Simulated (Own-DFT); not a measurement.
# Computed records: SiC (4H silicon carbide, strained, atoms displaced), SiC (2H silicon carbide, atoms displaced), SiC (4H silicon carbide, atoms displaced)

Computed with Own-DFT development build. A calculation, not a measurement: plane-wave PBE density functional theory by an unreviewed code, no spin, of a simulated periodic cell, stress positive in tension, free energy of the whole cell less one offset for each atom, forces on such cells passed a denser k mesh, this cell's mesh not checked; offsets are fitted by least squares, one for each functional and potential file, so energies compare only between cells with the same atoms and settings and are not formation energies; the far tail of each file's local potential was reset to the Coulomb form; each entry is a single point on an unrelaxed cell, so the pressure reflects the starting lattice, mostly measured values (interpolated for alloys), from which strain is counted, and rises with the displacements; printed positions are rounded, which can move forces by about a meV/angstrom; the program, named Own-DFT, is a retired in-house code; no spin-orbit coupling.

Common to all runs: functional PBE; potential files PseudoDojo norm-conserving, scalar-relativistic, standard set; wave cutoff 42 hartree; occupations Fermi-Dirac; smearing width 0.1 eV.

```yaml
- entry: 1
  formula: SiC
  kind: "4H silicon carbide, strained, atoms displaced"
  structure:
    cell_angstrom:
      - [9.4122, 0.1215, 0.1048]
      - [-4.6009, 7.8752, -0.0582]
      - [0.1141, -0.0074, 9.9346]
    atoms_fractional:
      - [Si, 0.00257, 0.99424, 0.40202]
      - [Si, 0.10765, 0.21221, 0.15785]
      - [C, 0.00183, 0.001, 0.10268]
      - [C, 0.11485, 0.2259, 0.34829]
      - [Si, 0.00418, 0.33859, 0.40396]
      - [Si, 0.11118, 0.55346, 0.16314]
      - [C, 0.99605, 0.32303, 0.09103]
      - [C, 0.10643, 0.55216, 0.34152]
      - [Si, 0.9955, 0.66632, 0.3997]
      - [Si, 0.11758, 0.90521, 0.15191]
      - [C, 0.00645, 0.66902, 0.09271]
      - [C, 0.13056, 0.89554, 0.33519]
      - [Si, 0.3406, 0.00304, 0.40599]
      - [Si, 0.44457, 0.21489, 0.14967]
      - [C, 0.33636, 0.01193, 0.09755]
      - [C, 0.44032, 0.22661, 0.33985]
      - [Si, 0.32573, 0.32842, 0.40908]
      - [Si, 0.45487, 0.55737, 0.15464]
      - [C, 0.33776, 0.33396, 0.09906]
      - [C, 0.4296, 0.55478, 0.34288]
      - [Si, 0.34028, 0.67241, 0.40335]
      - [Si, 0.44321, 0.89298, 0.15327]
      - [C, 0.33687, 0.66716, 0.10265]
      - [C, 0.4423, 0.88473, 0.33462]
      - [Si, 0.67356, 0.00966, 0.40216]
      - [Si, 0.77771, 0.22133, 0.16158]
      - [C, 0.67048, 0.00163, 0.09273]
      - [C, 0.77931, 0.22154, 0.34249]
      - [Si, 0.67099, 0.33714, 0.40286]
      - [Si, 0.77507, 0.55525, 0.15526]
      - [C, 0.65763, 0.33832, 0.09929]
      - [C, 0.77671, 0.55173, 0.34917]
      - [Si, 0.67116, 0.65908, 0.40765]
      - [Si, 0.77315, 0.88365, 0.15583]
      - [C, 0.6626, 0.66445, 0.09119]
      - [C, 0.76894, 0.87398, 0.35145]
      - [Si, 0.00332, 0.99445, 0.90703]
      - [Si, 0.8804, 0.77356, 0.65865]
      - [C, 0.99289, 0.00268, 0.59152]
      - [C, 0.8931, 0.77679, 0.845]
      - [Si, 0.99688, 0.67563, 0.90584]
      - [Si, 0.89377, 0.4417, 0.64659]
      - [C, 0.99558, 0.66674, 0.59017]
      - [C, 0.90101, 0.45821, 0.85123]
      - [Si, 0.99516, 0.32859, 0.90866]
      - [Si, 0.89952, 0.11509, 0.65027]
      - [C, 0.99663, 0.33232, 0.596]
      - [C, 0.88875, 0.11099, 0.84467]
      - [Si, 0.66311, 0.99531, 0.90856]
      - [Si, 0.55464, 0.7797, 0.64835]
      - [C, 0.65155, 0.99437, 0.59447]
      - [C, 0.5535, 0.77137, 0.84779]
      - [Si, 0.66228, 0.67121, 0.91095]
      - [Si, 0.54856, 0.44734, 0.65589]
      - [C, 0.66532, 0.66865, 0.58852]
      - [C, 0.54743, 0.44818, 0.84218]
      - [Si, 0.65996, 0.33565, 0.90277]
      - [Si, 0.55931, 0.11925, 0.65703]
      - [C, 0.66649, 0.32337, 0.59107]
      - [C, 0.55264, 0.11612, 0.84252]
      - [Si, 0.33413, 0.98987, 0.91074]
      - [Si, 0.22832, 0.78301, 0.65293]
      - [C, 0.33294, 0.9985, 0.58959]
      - [C, 0.21212, 0.77311, 0.84338]
      - [Si, 0.32663, 0.66687, 0.90302]
      - [Si, 0.22522, 0.45195, 0.65738]
      - [C, 0.34625, 0.67204, 0.59703]
      - [C, 0.22191, 0.45498, 0.84009]
      - [Si, 0.32872, 0.33668, 0.91123]
      - [Si, 0.22266, 0.11712, 0.65076]
      - [C, 0.33794, 0.33133, 0.58856]
      - [C, 0.22377, 0.11521, 0.84822]
  settings:
    hardware: "one NVIDIA H100"
    k_mesh: "4 x 4 x 3 centred on Gamma"
  results:
    "free_energy_of_cell_above_offsets [eV]": "-5.127"
    "pressure [GPa]": 6.79
    "stress_xx [GPa]": 3.77
    "stress_yy [GPa]": -11.61
    "stress_zz [GPa]": -12.52
    "stress_yz [GPa]": -0.39
    "stress_xz [GPa]": 3.81
    "stress_xy [GPa]": 6.2
    force_element: [Si, Si, C, C, Si, Si, C, C, Si, Si, C, C, Si, Si, C, C, Si, Si, C, C, Si, Si, C, C, Si, Si, C, C, Si, Si, C, C, Si, Si, C, C, Si, Si, C, C, Si, Si, C, C, Si, Si, C, C, Si, Si, C, C, Si, Si, C, C, Si, Si, C, C, Si, Si, C, C, Si, Si, C, C, Si, Si, C, C]
    "force_x [eV/angstrom]": [-0.45, 0.066, -1.439, -0.843, -0.147, 0.455, 0.088, 0.356, 1.153, 1.536, -1.191, -2.274, -0.055, -1.296, 0.799, 1.789, 0.65, -2.717, -0.927, 4.015, -1.811, 0.673, -0.713, 0.723, -0.791, -0.237, -0.923, 0.525, -1.3, 0.909, 2.361, 0.709, -3.017, 0.298, 1.494, 0.884, -1.066, 0.632, 3.121, -2.86, 2.166, -2.422, 0.885, -1.645, 0.034, -3.568, 2.287, 0.276, 0.255, 1.082, 2.171, -1.497, 1.324, 1.621, 0.44, 0.698, 1.064, -0.747, -0.66, 0.76, -1.345, -0.955, -0.133, 1.053, 0.68, 0.225, -2.492, 0.284, 0.081, 0.161, -1.506, 0.244]
    "force_y [eV/angstrom]": [0.273, 3.372, -1.615, -1.387, -1.233, -0.039, 0.993, 1.177, 0.948, -2.862, 0.56, -0.872, 0.227, 4.098, -4.04, -0.309, 1.312, -0.729, -0.583, -1.015, -0.206, -0.553, -0.272, 2.122, -3.207, 0.638, -0.329, 1.424, -2.209, 0.865, -1.08, 1.042, -0.216, 0.65, 0.649, 2.631, 1.903, 0.617, -1.499, 0.289, -1.687, 1.008, 0.413, -2.695, 1.379, -0.641, 0.745, -1.106, 1.205, -0.09, 2.021, 1.262, -1.033, -0.509, -0.538, -0.086, 1.229, -2.639, 3.385, -1.367, 2.137, -1.0, 1.192, 1.059, 0.572, -1.097, -0.685, -2.538, 0.238, -1.811, 1.12, -0.977]
    "force_z [eV/angstrom]": [0.141, 0.488, -2.091, -0.518, 0.545, -2.897, 1.88, 2.059, 0.52, 0.741, 0.797, 1.636, -1.024, 2.311, -2.138, 0.601, -2.039, 1.122, -0.906, 0.125, 0.589, -0.213, -2.195, 1.911, 1.221, -2.407, 0.778, 0.733, 0.595, 0.127, -1.364, -1.892, -0.443, 1.058, 1.12, -1.857, -0.078, -0.907, -0.489, -0.009, 0.877, 2.672, -0.209, -1.753, -1.044, 1.998, -1.58, -0.4, -1.546, 1.999, -0.994, -1.203, -1.856, -0.4, 1.746, 0.644, 0.619, -0.061, -0.219, 1.058, -1.372, 0.203, 0.972, -0.086, 1.68, -0.87, -1.423, 1.292, -0.606, 1.356, 1.551, -0.675]
    "wall_time [s]": 366.4
- entry: 2
  formula: SiC
  kind: "2H silicon carbide, atoms displaced"
  structure:
    cell_angstrom: [[6.1654, 0.0, 0.0], [-3.0827, 5.3394, 0.0], [0.0, 0.0, 10.0681]]
    atoms_fractional:
      - [Si, 0.00935, 0.0141, 0.99901]
      - [Si, 0.20083, 0.36869, 0.23671]
      - [C, 0.99529, 0.99114, 0.17647]
      - [C, 0.18304, 0.30335, 0.42744]
      - [Si, 0.98853, 0.98852, 0.48287]
      - [Si, 0.1159, 0.3344, 0.73388]
      - [C, 0.03312, 0.02729, 0.68376]
      - [C, 0.1808, 0.33425, 0.93829]
      - [Si, 0.00227, 0.51036, 0.9922]
      - [Si, 0.17072, 0.85105, 0.23402]
      - [C, 0.99805, 0.49644, 0.18154]
      - [C, 0.15135, 0.85144, 0.41864]
      - [Si, 0.02197, 0.49389, 0.49991]
      - [Si, 0.18299, 0.81455, 0.75943]
      - [C, 0.98359, 0.49584, 0.67269]
      - [C, 0.13966, 0.8241, 0.94444]
      - [Si, 0.51253, 0.00281, 0.9854]
      - [Si, 0.63868, 0.34802, 0.24009]
      - [C, 0.49544, 0.97148, 0.19672]
      - [C, 0.6593, 0.34122, 0.43876]
      - [Si, 0.50167, 0.97625, 0.48555]
      - [Si, 0.71963, 0.3701, 0.73966]
      - [C, 0.50829, 0.99818, 0.69146]
      - [C, 0.68179, 0.30694, 0.93232]
      - [Si, 0.503, 0.4826, 0.98366]
      - [Si, 0.66244, 0.81805, 0.24066]
      - [C, 0.48934, 0.49095, 0.18934]
      - [C, 0.63981, 0.80751, 0.43669]
      - [Si, 0.54244, 0.50601, 0.48629]
      - [Si, 0.67186, 0.81247, 0.76201]
      - [C, 0.52883, 0.49318, 0.66983]
      - [C, 0.68737, 0.83626, 0.93914]
  settings:
    hardware: "one NVIDIA H100"
    k_mesh: "5 x 5 x 3 centred on Gamma"
  results:
    "free_energy_of_cell_above_offsets [eV]": "8.986"
    "pressure [GPa]": 13.36
    "stress_xx [GPa]": -19.34
    "stress_yy [GPa]": -11.95
    "stress_zz [GPa]": -8.78
    "stress_yz [GPa]": 2.27
    "stress_xz [GPa]": 4.14
    "stress_xy [GPa]": 3.32
    force_element: [Si, Si, C, C, Si, Si, C, C, Si, Si, C, C, Si, Si, C, C, Si, Si, C, C, Si, Si, C, C, Si, Si, C, C, Si, Si, C, C]
    "force_x [eV/angstrom]": [-0.645, -7.675, -0.709, -1.961, -0.778, 8.738, -1.2, -2.502, 1.809, 0.327, -1.315, 4.613, -1.39, -2.053, 5.879, 3.358, -0.494, 8.756, -1.534, 8.722, -4.965, -10.71, 1.441, -1.636, 1.055, 1.016, 1.754, 3.001, -7.426, 0.219, -2.195, -1.499]
    "force_y [eV/angstrom]": [-0.578, -5.71, 2.038, 4.098, 0.703, -2.084, -3.949, 1.146, -2.695, -3.258, 0.946, -3.44, 0.497, 4.269, 6.169, 1.584, -4.064, -4.276, 3.835, -5.136, 3.281, -7.977, -0.819, 4.528, 1.579, 1.785, 4.135, 2.291, -0.405, 1.589, 1.75, -1.831]
    "force_z [eV/angstrom]": [-0.325, 3.247, 1.03, -0.185, 3.468, 2.692, -0.42, -2.225, 3.304, 1.305, -0.204, 1.307, -5.838, -2.378, -1.247, -2.437, 3.01, 3.143, -3.447, -3.747, 2.396, 3.26, -0.455, -1.568, 1.094, 1.333, -5.769, -3.415, 4.615, -5.24, 2.972, 0.725]
    "wall_time [s]": 115.0
- entry: 3
  formula: SiC
  kind: "4H silicon carbide, atoms displaced"
  structure:
    cell_angstrom: [[12.3308, 0.0, 0.0], [-6.1654, 10.6788, 0.0], [0.0, 0.0, 10.0681]]
    atoms_fractional:
      - [Si, 0.99881, 0.00035, 0.40897]
      - [Si, 0.08461, 0.16819, 0.15132]
      - [C, 0.00362, 0.99875, 0.09289]
      - [C, 0.08506, 0.1661, 0.34799]
      - [Si, 0.0048, 0.25598, 0.40656]
      - [Si, 0.08545, 0.41661, 0.15269]
      - [C, 0.0014, 0.25273, 0.09483]
      - [C, 0.08044, 0.4136, 0.34399]
      - [Si, 0.00356, 0.49817, 0.40709]
      - [Si, 0.08115, 0.66625, 0.15847]
      - [C, 0.00102, 0.50288, 0.09485]
      - [C, 0.08797, 0.67015, 0.3393]
      - [Si, 0.00137, 0.74801, 0.40543]
      - [Si, 0.08351, 0.91729, 0.16068]
      - [C, 0.00402, 0.75087, 0.09382]
      - [C, 0.08647, 0.91942, 0.34098]
      - [Si, 0.25101, 0.99839, 0.40281]
      - [Si, 0.33472, 0.16864, 0.15731]
      - [C, 0.2539, 0.0006, 0.09796]
      - [C, 0.33268, 0.16559, 0.34638]
      - [Si, 0.24865, 0.25158, 0.40644]
      - [Si, 0.33211, 0.42028, 0.1579]
      - [C, 0.2518, 0.25047, 0.09178]
      - [C, 0.33308, 0.41931, 0.34284]
      - [Si, 0.25262, 0.49968, 0.40954]
      - [Si, 0.3316, 0.66667, 0.15965]
      - [C, 0.25205, 0.50272, 0.08897]
      - [C, 0.32984, 0.66329, 0.34324]
      - [Si, 0.24666, 0.74902, 0.41054]
      - [Si, 0.33348, 0.91763, 0.15573]
      - [C, 0.24796, 0.74533, 0.09191]
      - [C, 0.33273, 0.91515, 0.34538]
      - [Si, 0.49871, 0.99993, 0.40332]
      - [Si, 0.58215, 0.16312, 0.15459]
      - [C, 0.49687, 0.99856, 0.0939]
      - [C, 0.57754, 0.16318, 0.33906]
      - [Si, 0.50075, 0.25405, 0.40715]
      - [Si, 0.58501, 0.41468, 0.15107]
      - [C, 0.49668, 0.24602, 0.09054]
      - [C, 0.58507, 0.41855, 0.3496]
      - [Si, 0.5002, 0.49778, 0.40932]
      - [Si, 0.58581, 0.66813, 0.15652]
      - [C, 0.49941, 0.49765, 0.09009]
      - [C, 0.58237, 0.66024, 0.34139]
      - [Si, 0.50134, 0.7542, 0.40748]
      - [Si, 0.58399, 0.92004, 0.15048]
      - [C, 0.50045, 0.74825, 0.09554]
      - [C, 0.5794, 0.91547, 0.33982]
      - [Si, 0.75321, 0.00476, 0.40706]
      - [Si, 0.83194, 0.16556, 0.15536]
      - [C, 0.74693, 0.99708, 0.09165]
      - [C, 0.83476, 0.16589, 0.34445]
      - [Si, 0.75683, 0.25729, 0.40777]
      - [Si, 0.82914, 0.41626, 0.15878]
      - [C, 0.74975, 0.2497, 0.09023]
      - [C, 0.83285, 0.41491, 0.34279]
      - [Si, 0.74429, 0.49459, 0.40811]
      - [Si, 0.83586, 0.66834, 0.1565]
      - [C, 0.75395, 0.49811, 0.08363]
      - [C, 0.83584, 0.66454, 0.34643]
      - [Si, 0.74838, 0.75129, 0.40687]
      - [Si, 0.83108, 0.91088, 0.15261]
      - [C, 0.74809, 0.75289, 0.09521]
      - [C, 0.83116, 0.91813, 0.34227]
      - [Si, 0.99522, 0.99743, 0.90429]
      - [Si, 0.9137, 0.83118, 0.65582]
      - [C, 0.99946, 0.00045, 0.59579]
      - [C, 0.92294, 0.84135, 0.84613]
      - [Si, 0.00077, 0.74685, 0.91084]
      - [Si, 0.91798, 0.58695, 0.65221]
      - [C, 0.99886, 0.75433, 0.59134]
      - [C, 0.91914, 0.584, 0.83896]
      - [Si, 0.99904, 0.50007, 0.91173]
      - [Si, 0.91532, 0.33748, 0.65267]
      - [C, 0.99685, 0.49437, 0.59277]
      - [C, 0.91673, 0.33284, 0.84512]
      - [Si, 0.00634, 0.25136, 0.90727]
      - [Si, 0.91791, 0.08561, 0.65932]
      - [C, 0.00195, 0.25401, 0.59373]
      - [C, 0.91612, 0.08574, 0.84128]
      - [Si, 0.75187, 0.00559, 0.90469]
      - [Si, 0.66873, 0.83591, 0.65884]
      - [C, 0.75298, 0.00255, 0.59645]
      - [C, 0.66615, 0.8308, 0.84301]
      - [Si, 0.75297, 0.75079, 0.9072]
      - [Si, 0.66844, 0.58396, 0.65389]
      - [C, 0.75219, 0.74953, 0.5941]
      - [C, 0.66282, 0.58033, 0.84302]
      - [Si, 0.74577, 0.50084, 0.91023]
      - [Si, 0.66584, 0.33265, 0.6553]
      - [C, 0.75379, 0.50052, 0.5975]
      - [C, 0.6645, 0.33466, 0.84065]
      - [Si, 0.75032, 0.25635, 0.90706]
      - [Si, 0.67063, 0.08413, 0.65907]
      - [C, 0.7478, 0.24736, 0.59676]
      - [C, 0.66795, 0.08355, 0.84634]
      - [Si, 0.49784, 0.99867, 0.90553]
      - [Si, 0.41172, 0.83013, 0.65887]
      - [C, 0.49886, 0.99637, 0.5989]
      - [C, 0.41363, 0.83116, 0.84315]
      - [Si, 0.50198, 0.74916, 0.90855]
      - [Si, 0.41947, 0.58272, 0.65363]
      - [C, 0.4972, 0.74967, 0.58964]
      - [C, 0.41504, 0.58154, 0.84035]
      - [Si, 0.49876, 0.50247, 0.90479]
      - [Si, 0.41213, 0.32774, 0.65738]
      - [C, 0.49624, 0.49567, 0.59377]
      - [C, 0.41952, 0.33452, 0.84655]
      - [Si, 0.49948, 0.2511, 0.89911]
      - [Si, 0.41567, 0.08477, 0.65419]
      - [C, 0.50076, 0.24911, 0.59527]
      - [C, 0.41524, 0.08277, 0.84487]
      - [Si, 0.25035, 0.9986, 0.90457]
      - [Si, 0.16726, 0.83254, 0.6576]
      - [C, 0.25151, 0.99844, 0.59354]
      - [C, 0.16869, 0.83773, 0.84663]
      - [Si, 0.25045, 0.75194, 0.908]
      - [Si, 0.16852, 0.5852, 0.64708]
      - [C, 0.2464, 0.75262, 0.59228]
      - [C, 0.16839, 0.58188, 0.84041]
      - [Si, 0.25133, 0.5042, 0.90607]
      - [Si, 0.1684, 0.33692, 0.65897]
      - [C, 0.25069, 0.50175, 0.5914]
      - [C, 0.16826, 0.33669, 0.84226]
      - [Si, 0.24966, 0.24892, 0.90738]
      - [Si, 0.17055, 0.08603, 0.64913]
      - [C, 0.25529, 0.25338, 0.59149]
      - [C, 0.16121, 0.08125, 0.84783]
  settings:
    hardware: "one NVIDIA H200"
    k_mesh: "3 x 3 x 3 centred on Gamma"
  results:
    "free_energy_of_cell_above_offsets [eV]": "-18.979"
    "pressure [GPa]": 3.72
    "stress_xx [GPa]": -2.69
    "stress_yy [GPa]": -3.35
    "stress_zz [GPa]": -5.13
    "stress_yz [GPa]": 0.34
    "stress_xz [GPa]": -0.2
    "stress_xy [GPa]": 0.07
    force_element: [Si, Si, C, C, Si, Si, C, C, Si, Si, C, C, Si, Si, C, C, Si, Si, C, C, Si, Si, C, C, Si, Si, C, C, Si, Si, C, C, Si, Si, C, C, Si, Si, C, C, Si, Si, C, C, Si, Si, C, C, Si, Si, C, C, Si, Si, C, C, Si, Si, C, C, Si, Si, C, C, Si, Si, C, C, Si, Si, C, C, Si, Si, C, C, Si, Si, C, C, Si, Si, C, C, Si, Si, C, C, Si, Si, C, C, Si, Si, C, C, Si, Si, C, C, Si, Si, C, C, Si, Si, C, C, Si, Si, C, C, Si, Si, C, C, Si, Si, C, C, Si, Si, C, C, Si, Si, C, C]
    "force_x [eV/angstrom]": [0.2, 0.305, -1.546, -0.796, -0.002, -0.566, 0.122, 1.137, -1.159, 1.138, -0.264, -0.71, -0.307, 0.969, -1.083, -0.766, -0.129, -0.032, -1.163, -0.152, 0.853, 0.943, -0.545, 0.64, -0.902, 0.433, -0.252, 0.127, 1.105, 0.071, -0.379, 0.033, 0.172, -0.519, 0.557, 0.99, 0.257, -0.584, 0.858, -0.485, -0.693, -0.708, 0.039, -0.49, 0.055, -0.141, -0.441, 0.997, -0.792, 0.212, 0.949, -0.226, -0.929, 1.626, -0.28, -0.195, 1.595, -0.131, -1.321, -0.926, 0.689, -0.054, 1.513, 0.585, 0.595, 0.607, 0.119, -0.325, -0.246, 0.708, 1.186, -0.84, 0.59, 0.881, -0.068, 0.029, -1.653, 0.307, -0.058, 0.497, 0.24, -0.407, 0.045, 0.144, -0.338, -0.409, -1.2, 0.449, 1.191, 0.229, -0.981, 0.405, 0.65, -1.205, 0.069, -0.99, 0.289, 0.64, 0.027, 0.735, -0.743, -0.841, 0.725, 0.17, 0.194, 1.197, 0.963, -1.256, 0.28, 1.088, -0.398, 0.121, -0.855, -1.307, -0.555, 0.118, -0.023, -0.558, 0.84, -1.157, 0.244, -0.023, 0.564, 0.74, 0.142, -0.613, -1.593, 1.124]
    "force_y [eV/angstrom]": [-0.168, -0.512, 0.099, 0.389, -2.14, 0.709, -0.845, 1.423, 0.666, 0.159, -0.901, -1.277, 0.904, 0.254, -0.002, -0.849, 0.38, -0.561, 0.029, 0.902, -0.19, -0.63, 0.5, -0.627, 0.094, 0.09, -0.265, 0.749, 0.563, -1.105, 1.082, -0.282, -0.194, 0.699, -0.004, 1.404, -1.574, -0.111, 0.852, -0.657, 0.318, -1.122, 0.751, 1.341, -1.266, -1.236, 0.405, 0.883, -1.155, 0.07, 0.823, 1.207, -2.818, -0.421, 0.118, 1.297, 1.524, -0.343, 0.815, -0.052, -0.403, 2.508, -1.67, -0.378, 1.837, 1.3, -0.021, -3.341, 0.995, -0.272, -0.712, -0.001, -0.022, -1.831, 2.603, 0.399, 0.126, 0.43, -0.242, -0.106, -1.216, -0.585, -0.354, 0.918, -0.088, -0.694, 0.063, 1.246, -0.166, 0.174, -0.42, 0.176, -1.078, -0.712, 0.882, 0.668, 0.225, 0.572, 0.799, 0.153, -0.206, 0.325, 0.182, 0.708, -0.743, 1.324, 0.34, -0.169, -0.666, -0.923, 0.411, 0.276, 1.183, 0.743, 0.201, -1.589, -0.993, -0.605, -0.936, 0.836, -0.527, -0.403, -0.087, -0.166, 0.164, -0.756, -0.506, 0.628]
    "force_z [eV/angstrom]": [-0.535, 1.288, -0.077, -0.945, 0.197, 0.618, -0.463, -0.678, -0.73, -0.935, 0.688, 1.76, -0.288, -1.402, 0.577, 1.503, 0.598, 0.046, -0.862, -0.159, -0.535, -0.896, 0.7, 0.394, -1.064, -0.802, 1.041, 1.069, -1.589, 0.462, 0.682, -0.32, 1.085, -0.288, -0.716, 1.198, -0.278, 0.436, -0.018, -1.667, -0.628, -0.096, 0.812, 1.037, -1.268, 0.908, -0.175, 0.386, -0.134, -0.011, -0.103, -0.07, -0.284, -0.961, 1.071, 0.446, 0.363, 0.039, 3.334, -0.436, -0.503, 0.9, -0.756, 0.24, 0.711, 0.573, -0.293, -0.557, -1.326, 0.541, 0.25, 1.088, -1.743, 1.724, -0.789, -0.036, -0.496, -1.083, 0.166, 1.248, 0.184, -0.759, -0.488, 0.63, -0.564, 0.484, -0.146, 0.196, -3.4, 0.352, -1.06, 0.616, -0.797, -0.012, -0.842, -0.081, -0.258, -0.587, -0.991, 0.712, -0.527, 0.093, 1.188, 0.379, -0.007, 0.499, 0.142, -0.871, 1.36, 0.572, -0.494, -0.667, 1.108, 0.346, -0.537, -0.467, -0.556, 1.901, 0.361, 0.039, -0.813, -0.783, 0.452, 0.826, -0.572, 1.586, 0.259, -1.193]
    "wall_time [s]": 517.8
```
